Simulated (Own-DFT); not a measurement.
# Computed records: Hf₃₆O₇₁ (tetragonal hafnia with one neutral oxygen vacancy, atoms displaced)

Computed with Own-DFT development build. A calculation, not a measurement: plane-wave PBE and HSE06 DFT by an unreviewed code, no spin, of a simulated cell at Gamma alone, so results move with cell size and shape, stress positive in tension, energies less offsets, not probed for a lower state with spin; hafnium file: forces about 75 meV/angstrom off all-electron values; oxygen file: force components 24 meV/angstrom off all-electron in a glass; k mesh not checked against a denser one; forces and stress are PBE's, HSE06 gives the energy alone, and its difference from PBE has offsets of its own; offsets are fitted by least squares, one for each functional and potential file, so energies compare only between cells with the same atoms and settings and are not formation energies; the far tail of each file's local potential was reset to the Coulomb form; each entry is a single point on an unrelaxed cell, so the pressure reflects the starting lattice, taken from the Materials Project, from which strain is counted, and rises with the displacements; printed positions are rounded, which can move forces by about a meV/angstrom; the program is a retired in-house code; no spin-orbit coupling.

Common to all runs: first functional PBE; second functional HSE06; exact exchange share 0.25; screening 0.11 1/bohr; exchange divergence Gygi-Baldereschi; potential files PseudoDojo norm-conserving, scalar-relativistic, made for PBE, standard set; wave cutoff 48 hartree; occupations fixed; k mesh 1 x 1 x 1 centred on Gamma.

(1) Hf₃₆O₇₁ (tetragonal hafnia with one neutral oxygen vacancy, atoms displaced)

```cif
# cell vector a (Å): 10.7800 0.0000 0.0000
# cell vector b (Å): 0.0000 10.7800 0.0000
# cell vector c (Å): 0.0000 0.0000 10.4493
data_Hf36O71
_symmetry_space_group_name_H-M 'P 1'
_symmetry_Int_Tables_number 1
_cell_length_a 10.7800
_cell_length_b 10.7800
_cell_length_c 10.4493
_cell_angle_alpha 90.000
_cell_angle_beta 90.000
_cell_angle_gamma 90.000
_cell_volume 1214.30
loop_
_atom_site_label
_atom_site_type_symbol
_atom_site_fract_x
_atom_site_fract_y
_atom_site_fract_z
_atom_site_occupancy
Hf1 Hf 0.00459 0.99841 0.00133 1
Hf2 Hf 0.16643 0.16482 0.24252 1
O1 O 0.99228 0.17218 0.16418 1
O2 O 0.16122 0.00639 0.34554 1
O3 O 0.00039 0.17234 0.40132 1
O4 O 0.16970 0.00404 0.09874 1
Hf3 Hf 0.99052 0.99936 0.49997 1
Hf4 Hf 0.17254 0.17664 0.75004 1
O5 O 0.00269 0.16696 0.64907 1
O6 O 0.16476 0.00212 0.85492 1
O7 O 0.99961 0.16302 0.90841 1
O8 O 0.16525 0.99541 0.60088 1
Hf5 Hf 0.99986 0.33988 0.99529 1
Hf6 Hf 0.17339 0.49562 0.25747 1
O9 O 0.01007 0.50031 0.15357 1
O10 O 0.16419 0.32827 0.34664 1
O11 O 0.00619 0.50416 0.40859 1
O12 O 0.16768 0.32858 0.09911 1
Hf7 Hf 0.00240 0.33015 0.49945 1
Hf8 Hf 0.16646 0.49231 0.75393 1
O13 O 0.99674 0.49503 0.65360 1
O14 O 0.16712 0.33419 0.83959 1
O15 O 0.00410 0.49750 0.90021 1
O16 O 0.16513 0.32756 0.58759 1
Hf9 Hf 0.00199 0.66898 0.00779 1
Hf10 Hf 0.16749 0.83736 0.24759 1
O17 O 0.00129 0.82911 0.15791 1
O18 O 0.16236 0.67021 0.34609 1
O19 O 0.00910 0.82577 0.40435 1
O20 O 0.16596 0.66250 0.08964 1
Hf11 Hf 0.99691 0.66657 0.50630 1
Hf12 Hf 0.17089 0.82745 0.74432 1
O21 O 0.00123 0.82677 0.65265 1
O22 O 0.16507 0.67748 0.84317 1
O23 O 0.99585 0.82942 0.90959 1
O24 O 0.15815 0.66934 0.58885 1
Hf13 Hf 0.33365 0.99979 0.00122 1
Hf14 Hf 0.49950 0.17230 0.24621 1
O25 O 0.33312 0.16832 0.14237 1
O26 O 0.49654 0.99718 0.34222 1
O27 O 0.34090 0.16989 0.40330 1
O28 O 0.49875 0.98954 0.09133 1
Hf15 Hf 0.33160 0.00457 0.50275 1
Hf16 Hf 0.50266 0.16848 0.74326 1
O29 O 0.33688 0.17020 0.65947 1
O30 O 0.50384 0.99104 0.85158 1
O31 O 0.33886 0.17554 0.90975 1
O32 O 0.50216 0.00534 0.59855 1
Hf17 Hf 0.33596 0.32859 0.99558 1
Hf18 Hf 0.49717 0.50400 0.25119 1
O33 O 0.33678 0.49766 0.14220 1
O34 O 0.49773 0.33007 0.34059 1
O35 O 0.33131 0.50241 0.39980 1
O36 O 0.49316 0.33289 0.09551 1
Hf19 Hf 0.33282 0.33707 0.50043 1
Hf20 Hf 0.49351 0.49916 0.74973 1
O37 O 0.32523 0.50513 0.65733 1
O38 O 0.50406 0.33442 0.84980 1
O39 O 0.32916 0.50545 0.89998 1
O40 O 0.49655 0.33612 0.60089 1
Hf21 Hf 0.33650 0.66837 0.99235 1
Hf22 Hf 0.49880 0.83553 0.25318 1
O41 O 0.32631 0.83408 0.15660 1
O42 O 0.49503 0.67053 0.34819 1
O43 O 0.33164 0.83250 0.39925 1
O44 O 0.50753 0.67236 0.10063 1
Hf23 Hf 0.33159 0.65958 0.50341 1
Hf24 Hf 0.50169 0.83381 0.74740 1
O45 O 0.32805 0.83286 0.64900 1
O46 O 0.50516 0.65992 0.84331 1
O47 O 0.32946 0.83829 0.90311 1
O48 O 0.49952 0.67084 0.60226 1
Hf25 Hf 0.66720 0.00470 0.99633 1
Hf26 Hf 0.83141 0.16970 0.24694 1
O49 O 0.66249 0.16820 0.15080 1
O50 O 0.83916 0.99614 0.35226 1
O51 O 0.67306 0.16152 0.40953 1
O52 O 0.83490 0.00072 0.10384 1
Hf27 Hf 0.66336 0.00045 0.49593 1
Hf28 Hf 0.82739 0.16741 0.74652 1
O53 O 0.67587 0.15906 0.65280 1
O54 O 0.83558 0.00509 0.84576 1
O55 O 0.66222 0.17849 0.89991 1
O56 O 0.83642 0.99579 0.59748 1
Hf29 Hf 0.66419 0.33635 0.99789 1
Hf30 Hf 0.83289 0.49598 0.25006 1
O57 O 0.66429 0.49868 0.15928 1
O58 O 0.82690 0.33512 0.34548 1
O59 O 0.66155 0.48833 0.39490 1
O60 O 0.83254 0.33844 0.10059 1
Hf31 Hf 0.66780 0.33143 0.50146 1
Hf32 Hf 0.83722 0.49866 0.75096 1
O61 O 0.66104 0.48531 0.65153 1
O62 O 0.84179 0.32981 0.85318 1
O63 O 0.66595 0.49672 0.89858 1
O64 O 0.83724 0.32213 0.59240 1
Hf33 Hf 0.66885 0.67022 0.99794 1
Hf34 Hf 0.84029 0.83316 0.24559 1
O65 O 0.65886 0.83411 0.15104 1
O66 O 0.82725 0.66414 0.35001 1
O67 O 0.66301 0.83626 0.39501 1
O68 O 0.83438 0.66517 0.09839 1
Hf35 Hf 0.67646 0.66630 0.50674 1
Hf36 Hf 0.83435 0.83308 0.74881 1
O69 O 0.67188 0.83955 0.66357 1
O70 O 0.84192 0.66300 0.84926 1
O71 O 0.83328 0.66147 0.60138 1
```

| Quantity | Value |
| --- | --- |
| PBE energy of cell above offsets | -97.119 eV |
| HSE06 less PBE above offsets | 0.059 eV |
| PBE pressure | 2.54 GPa |
| PBE stress xx | -2.96 GPa |
| PBE stress yy | -1.56 GPa |
| PBE stress zz | -3.11 GPa |
| PBE stress yz | -0.24 GPa |
| PBE stress xz | 0.18 GPa |
| PBE stress xy | 0.01 GPa |

Force:
| element | x (eV/Å) | y (eV/Å) | z (eV/Å) |
| --- | --- | --- | --- |
| Hf | -0.282 | 0.258 | -0.868 |
| Hf | -0.486 | 0.572 | 0.376 |
| O | 1.464 | -0.387 | -1.342 |
| O | 0.522 | -0.523 | 0.15 |
| O | -0.618 | -1.111 | 0.329 |
| O | -0.916 | -0.027 | 0.412 |
| Hf | 2.209 | 0.289 | -0.813 |
| Hf | -2.262 | -3.955 | -0.346 |
| O | 0.052 | 0.022 | 0.876 |
| O | 0.393 | 0.24 | -0.927 |
| O | 0.538 | 1.052 | 0.178 |
| O | 0.443 | 0.681 | -0.755 |
| Hf | -0.466 | -1.541 | 1.822 |
| Hf | -0.801 | 1.123 | -1.383 |
| O | -1.289 | -0.268 | 0.259 |
| O | 0.729 | 0.57 | 0.158 |
| O | -0.354 | -1.168 | -0.417 |
| O | -0.086 | -0.002 | -1.092 |
| Hf | -0.802 | 0.127 | -0.911 |
| Hf | -1.528 | 3.289 | -0.284 |
| O | 0.817 | -0.12 | 0.315 |
| O | 0.098 | -0.172 | 1.454 |
| O | 0.272 | 1.039 | -0.208 |
| O | 1.507 | 0.427 | 1.692 |
| Hf | -0.155 | -0.638 | -0.958 |
| Hf | 0.259 | -0.641 | 2.157 |
| O | 0.296 | 0.184 | -1.14 |
| O | 0.957 | -1.101 | -0.713 |
| O | -1.178 | 1.327 | 0.072 |
| O | 1.455 | 0.444 | 0.241 |
| Hf | 0.649 | 0.287 | -1.933 |
| Hf | -1.208 | 2.676 | 0.286 |
| O | -0.776 | 0.242 | 0.265 |
| O | 0.275 | -3.049 | 0.359 |
| O | -0.169 | 1.226 | -0.135 |
| O | 2.145 | -0.49 | 1.278 |
| Hf | -0.148 | 0.18 | -0.146 |
| Hf | -1.088 | -1.038 | -0.316 |
| O | 0.61 | -0.395 | 1.256 |
| O | 0.293 | 1.896 | 0.79 |
| O | -0.326 | -0.081 | 0.493 |
| O | 0.404 | 0.773 | 0.144 |
| Hf | -1.023 | -1.511 | -1 |
| Hf | 0.938 | -0.296 | 1.656 |
| O | -0.371 | -0.108 | -0.793 |
| O | 0.522 | 1.67 | -0.843 |
| O | -0.072 | -3.078 | -2.508 |
| O | -0.617 | -0.167 | 0.146 |
| Hf | -0.48 | 2.692 | 2.306 |
| Hf | 0.616 | 0.36 | -0.719 |
| O | -0.394 | 0.586 | 1.347 |
| O | -0.076 | 0.823 | 1.043 |
| O | 0.169 | -1.106 | 0.291 |
| O | 1.533 | -0.225 | 0.064 |
| Hf | 0.083 | -1.112 | -1.157 |
| Hf | 1.254 | -0.502 | 0.216 |
| O | 0.758 | -0.296 | -1.382 |
| O | -0.827 | 0.196 | -0.794 |
| O | -0.085 | -1.015 | -0.766 |
| O | -0.078 | -0.703 | -0.4 |
| Hf | -0.361 | 0.316 | 1.764 |
| Hf | -0.45 | -0.829 | -0.785 |
| O | 1.282 | -0.033 | -1.198 |
| O | 0.026 | -1.22 | 0.486 |
| O | -0.15 | 0.563 | 1.29 |
| O | -1.305 | -0.565 | -1.103 |
| Hf | -0.27 | 2.867 | -1.008 |
| Hf | -0.656 | -0.689 | 0.353 |
| O | 1.891 | -0.139 | -0.023 |
| O | -0.103 | 1.798 | 0.792 |
| O | 0.646 | -1.078 | -0.503 |
| O | 0.655 | -0.381 | -0.595 |
| Hf | -0.107 | -0.98 | 0.581 |
| Hf | -0.115 | -0.542 | 1.022 |
| O | 0.389 | -0.152 | -0.166 |
| O | 0.064 | 0.248 | -0.483 |
| O | -0.538 | 0.833 | -0.929 |
| O | -0.386 | -0.207 | -0.705 |
| Hf | 0.96 | -0.995 | -0.04 |
| Hf | 3.315 | 0.295 | 1.104 |
| O | -3.012 | 0.339 | -0.754 |
| O | -0.956 | -0.95 | 0.266 |
| O | 0.204 | -2.012 | -0.363 |
| O | -1.359 | -0.113 | 0.398 |
| Hf | -0.056 | 0.785 | 1.054 |
| Hf | 0.255 | 0.443 | -0.402 |
| O | 0.04 | -0.074 | -0.887 |
| O | 0.281 | -0.389 | 0.44 |
| O | 0.064 | 1.781 | 1.672 |
| O | 0.125 | 0.036 | -0.542 |
| Hf | 0.543 | 0.711 | -0.463 |
| Hf | -0.899 | -0.395 | 0.723 |
| O | 1.205 | 0.819 | -0.115 |
| O | -0.313 | 0.668 | -0.844 |
| O | 0.422 | 0.843 | 0.465 |
| O | -1.138 | 0.547 | 0.54 |
| Hf | -0.101 | 0.179 | 0.396 |
| Hf | -2.143 | -0.009 | 0.879 |
| O | 2.432 | 0.126 | -0.648 |
| O | -0.239 | 0.261 | 0.268 |
| O | 0.258 | -0.751 | 1.725 |
| O | -0.459 | 0.11 | 0.215 |
| Hf | -1.987 | -0.411 | -2.381 |
| Hf | 1.67 | 0.449 | 1.78 |
| O | -1.146 | -0.624 | -1.016 |
| O | -0.958 | 0.1 | -0.493 |
| O | -0.813 | 0.006 | 0.854 |

(2) Hf₃₆O₇₁ (tetragonal hafnia with one neutral oxygen vacancy, atoms displaced)

```cif
# cell vector a (Å): 10.7800 0.0000 0.0000
# cell vector b (Å): 0.0000 10.7800 0.0000
# cell vector c (Å): 0.0000 0.0000 10.4493
data_Hf36O71
_symmetry_space_group_name_H-M 'P 1'
_symmetry_Int_Tables_number 1
_cell_length_a 10.7800
_cell_length_b 10.7800
_cell_length_c 10.4493
_cell_angle_alpha 90.000
_cell_angle_beta 90.000
_cell_angle_gamma 90.000
_cell_volume 1214.30
loop_
_atom_site_label
_atom_site_type_symbol
_atom_site_fract_x
_atom_site_fract_y
_atom_site_fract_z
_atom_site_occupancy
Hf1 Hf 0.00249 0.99655 0.00018 1
Hf2 Hf 0.16300 0.16670 0.24867 1
O1 O 0.99994 0.16740 0.15291 1
O2 O 0.16797 0.00037 0.34792 1
O3 O 0.00171 0.16860 0.40465 1
O4 O 0.16782 0.00241 0.09340 1
Hf3 Hf 0.99876 0.99566 0.49771 1
Hf4 Hf 0.16096 0.16609 0.75229 1
O5 O 0.99554 0.16899 0.65317 1
O6 O 0.16548 0.00095 0.84633 1
O7 O 0.00630 0.16599 0.90051 1
O8 O 0.16799 0.99718 0.60112 1
Hf5 Hf 0.00248 0.33483 0.00119 1
Hf6 Hf 0.16998 0.49988 0.24572 1
O9 O 0.00288 0.49904 0.15080 1
O10 O 0.16318 0.33443 0.35189 1
O11 O 0.00004 0.50020 0.40553 1
O12 O 0.16652 0.33239 0.09495 1
Hf7 Hf 0.99417 0.33505 0.49941 1
Hf8 Hf 0.16666 0.50020 0.74886 1
O13 O 0.00147 0.49610 0.65514 1
O14 O 0.16638 0.33409 0.85033 1
O15 O 0.99755 0.49512 0.90576 1
O16 O 0.16373 0.33353 0.59454 1
Hf9 Hf 0.99752 0.66438 0.00093 1
Hf10 Hf 0.16604 0.83769 0.25094 1
O17 O 0.00293 0.83151 0.15022 1
O18 O 0.16236 0.66455 0.35100 1
O19 O 0.00646 0.82982 0.40088 1
O20 O 0.16564 0.66832 0.09758 1
Hf11 Hf 0.99749 0.66412 0.50323 1
Hf12 Hf 0.16397 0.83058 0.74625 1
O21 O 0.00141 0.83004 0.65591 1
O22 O 0.16696 0.66799 0.84126 1
O23 O 0.00780 0.83250 0.90560 1
Hf13 Hf 0.33878 0.00219 0.00174 1
Hf14 Hf 0.50123 0.17106 0.25132 1
O24 O 0.33263 0.16726 0.15147 1
O25 O 0.49855 0.00050 0.34684 1
O26 O 0.32513 0.16482 0.40828 1
O27 O 0.49966 0.00001 0.09785 1
Hf15 Hf 0.33209 0.00098 0.50027 1
Hf16 Hf 0.49785 0.16627 0.75391 1
O28 O 0.33187 0.17370 0.65027 1
O29 O 0.49615 0.00293 0.84604 1
O30 O 0.33047 0.16711 0.89974 1
O31 O 0.50087 0.99688 0.59349 1
Hf17 Hf 0.33225 0.33110 0.00331 1
Hf18 Hf 0.49758 0.49943 0.25248 1
O32 O 0.32839 0.50052 0.15358 1
O33 O 0.50242 0.33104 0.34618 1
O34 O 0.33656 0.50104 0.40070 1
O35 O 0.49704 0.33353 0.09475 1
Hf19 Hf 0.33065 0.33176 0.50223 1
Hf20 Hf 0.49961 0.50019 0.74920 1
O36 O 0.33472 0.50386 0.65298 1
O37 O 0.50162 0.33119 0.84422 1
O38 O 0.33312 0.49753 0.90294 1
O39 O 0.49896 0.33504 0.59328 1
Hf21 Hf 0.33533 0.66309 0.99865 1
Hf22 Hf 0.50037 0.83343 0.24977 1
O40 O 0.33631 0.82977 0.15694 1
O41 O 0.49750 0.66861 0.34972 1
O42 O 0.33298 0.83582 0.40421 1
O43 O 0.50090 0.66998 0.09761 1
Hf23 Hf 0.33212 0.66638 0.49913 1
Hf24 Hf 0.50050 0.83415 0.74773 1
O44 O 0.32964 0.83373 0.65252 1
O45 O 0.50511 0.66629 0.84712 1
O46 O 0.32880 0.83681 0.90958 1
O47 O 0.50008 0.66598 0.59970 1
Hf25 Hf 0.66685 0.99799 0.99939 1
Hf26 Hf 0.83491 0.16543 0.24588 1
O48 O 0.66939 0.16006 0.15190 1
O49 O 0.83004 0.00197 0.34941 1
O50 O 0.67202 0.16615 0.40290 1
O51 O 0.83515 0.00186 0.10186 1
Hf27 Hf 0.66985 0.99881 0.49802 1
Hf28 Hf 0.83214 0.16913 0.74526 1
O52 O 0.67110 0.16340 0.64944 1
O53 O 0.83119 0.99921 0.84099 1
O54 O 0.66523 0.16635 0.89928 1
O55 O 0.83686 0.99640 0.59713 1
Hf29 Hf 0.66788 0.33452 0.00078 1
Hf30 Hf 0.83032 0.50364 0.24606 1
O56 O 0.66603 0.50062 0.14941 1
O57 O 0.83375 0.33457 0.34895 1
O58 O 0.66814 0.49564 0.39942 1
O59 O 0.83285 0.33309 0.09600 1
Hf31 Hf 0.66566 0.32950 0.50130 1
Hf32 Hf 0.83288 0.49685 0.75016 1
O60 O 0.66527 0.50063 0.65344 1
O61 O 0.83197 0.33241 0.84785 1
O62 O 0.66715 0.49955 0.90141 1
O63 O 0.83126 0.33256 0.59867 1
Hf33 Hf 0.66510 0.66632 0.99873 1
Hf34 Hf 0.82566 0.83332 0.25036 1
O64 O 0.66196 0.82850 0.14408 1
O65 O 0.83123 0.66532 0.34651 1
O66 O 0.66860 0.82724 0.40630 1
O67 O 0.83405 0.67072 0.10066 1
Hf35 Hf 0.67132 0.66897 0.50034 1
Hf36 Hf 0.83291 0.83362 0.75204 1
O68 O 0.66891 0.83392 0.65106 1
O69 O 0.83634 0.66207 0.84164 1
O70 O 0.66275 0.83556 0.90329 1
O71 O 0.83459 0.66891 0.60122 1
```

| Property | Result |
| --- | --- |
| PBE energy of cell above offsets | -101.260 eV |
| HSE06 less PBE above offsets | -0.139 eV |
| PBE pressure | 0.92 GPa |
| PBE stress xx | -0.85 GPa |
| PBE stress yy | -0.29 GPa |
| PBE stress zz | -1.63 GPa |
| PBE stress yz | -0.29 GPa |
| PBE stress xz | -0.29 GPa |
| PBE stress xy | 0.02 GPa |

Force:
| element | x (eV/Å) | y (eV/Å) | z (eV/Å) |
| --- | --- | --- | --- |
| Hf | 0.452 | 0.408 | -0.461 |
| Hf | 0.509 | 0.413 | 0.885 |
| O | 0.009 | -0.01 | -0.178 |
| O | -0.358 | 0.267 | -0.258 |
| O | -0.182 | -1.015 | -0.282 |
| O | 0.083 | -0.119 | 0.744 |
| Hf | 0.921 | 0.636 | 0.297 |
| Hf | 0.38 | 0.003 | -0.185 |
| O | 0.501 | -0.143 | -0.275 |
| O | -0.127 | -0.26 | -0.117 |
| O | -0.527 | 0.023 | 0.592 |
| O | -0.828 | 0.359 | -0.641 |
| Hf | -0.243 | -0.81 | -0.518 |
| Hf | -1.398 | 0.307 | 1.681 |
| O | -0.696 | 0.056 | 0.168 |
| O | 0.417 | 0.019 | -1.225 |
| O | -0.505 | 0.36 | -0.019 |
| O | 0.18 | -0.054 | 0.822 |
| Hf | 0.926 | -0.112 | -0.29 |
| Hf | 0.308 | -0.432 | -0.007 |
| O | -0.496 | 0.594 | -0.165 |
| O | -0.014 | 0.071 | -0.349 |
| O | 0.063 | 1.035 | -0.384 |
| O | 0.18 | 0.193 | 0.508 |
| Hf | 0.808 | 0.234 | 0.074 |
| Hf | 0.194 | -1.264 | 0.014 |
| O | -1.025 | 0.413 | 0.602 |
| O | 0.636 | 0.189 | -0.217 |
| O | -0.743 | 0.469 | 0.335 |
| O | 0.391 | -0.333 | -0.54 |
| Hf | 1.572 | -0.135 | -0.385 |
| Hf | 0.667 | 1.187 | 0.778 |
| O | -0.725 | -0.218 | -0.658 |
| O | 0.056 | -1.02 | 0.045 |
| O | -0.837 | -0.289 | -0.254 |
| Hf | -1.063 | -0.104 | -0.595 |
| Hf | -0.029 | -1.256 | -0.473 |
| O | 0.285 | 0.155 | 0.46 |
| O | 0.473 | 0.316 | -0.213 |
| O | 0.568 | 0.658 | -0.952 |
| O | 0.675 | 0 | -0.034 |
| Hf | -0.114 | -0.315 | 0.414 |
| Hf | -0.051 | 0.374 | -1.081 |
| O | 0.306 | -0.342 | 0.615 |
| O | 0.13 | -0.815 | 0.249 |
| O | 0.459 | 0.109 | 0.386 |
| O | 0.074 | 0.011 | 0.37 |
| Hf | -0.403 | -0.293 | -1.197 |
| Hf | 0.243 | 0.556 | 0.333 |
| O | 1.662 | 0 | -0.644 |
| O | -0.216 | 0.299 | -0.024 |
| O | 0.157 | -0.366 | 0.023 |
| O | 0.822 | 0.012 | 0.591 |
| Hf | -0.775 | -0.119 | 0.036 |
| Hf | 0.235 | -0.088 | -0.199 |
| O | -0.675 | 0.141 | -0.175 |
| O | -0.033 | 0.489 | 0.259 |
| O | 0.264 | 0.257 | 0.119 |
| O | 0.276 | -0.027 | 0.296 |
| Hf | -0.644 | 1.046 | 0.187 |
| Hf | -0.915 | -0.054 | 0.179 |
| O | -0.414 | 0.268 | 0.011 |
| O | 0.296 | -0.401 | -0.455 |
| O | -0.06 | -0.488 | 0.035 |
| O | -0.263 | -0.74 | -0.1 |
| Hf | -0.338 | 0.262 | 0.204 |
| Hf | -0.406 | -0.134 | -0.307 |
| O | 0.786 | -0.636 | 0.215 |
| O | -0.379 | 0.274 | 0.238 |
| O | 0.599 | -0.971 | -0.351 |
| O | 0.237 | 0.362 | -0.368 |
| Hf | 0.17 | 1.064 | 0.094 |
| Hf | -0.148 | 0.72 | 0.875 |
| O | -0.804 | 0.562 | 0.045 |
| O | 0.195 | -0.943 | -0.192 |
| O | -0.502 | -0.104 | -0.226 |
| O | -0.333 | -0.526 | -0.573 |
| Hf | -0.268 | 0.462 | 0.563 |
| Hf | 0.16 | -0.174 | 0.8 |
| O | -1.213 | -0.001 | -0.099 |
| O | 0.109 | 0.121 | 0.937 |
| O | -0.022 | -0.147 | 0.634 |
| O | -0.258 | -0.244 | -0.31 |
| Hf | -0.05 | -0.332 | -0.739 |
| Hf | 0.533 | -1.071 | 0.772 |
| O | -0.348 | 0.012 | 0.007 |
| O | 0.14 | -0.103 | -0.697 |
| O | -0.268 | 0.767 | 0.25 |
| O | -0.045 | -0.008 | 0.242 |
| Hf | 0.189 | 0.533 | -0.295 |
| Hf | -0.197 | -0.271 | -0.152 |
| O | 0.402 | -0.08 | -0.118 |
| O | -0.098 | -0.131 | 0.044 |
| O | 0.032 | -0.067 | 0.297 |
| O | -0.261 | 0.247 | 0.247 |
| Hf | -0.207 | -0.099 | -0.063 |
| Hf | 1.122 | -0.088 | -0.566 |
| O | 0.947 | 0.565 | 1.021 |
| O | -0.129 | 0.53 | 0.159 |
| O | 0.207 | 1.484 | -1.234 |
| O | -0.381 | -0.262 | -0.402 |
| Hf | -0.849 | -1.822 | 0.699 |
| Hf | 0.212 | -0.229 | -0.532 |
| O | -0.278 | -0.036 | 0.258 |
| O | -0.106 | 0.965 | 1.126 |
| O | 0.348 | -0.55 | -0.516 |
| O | -0.322 | -0.209 | -0.541 |
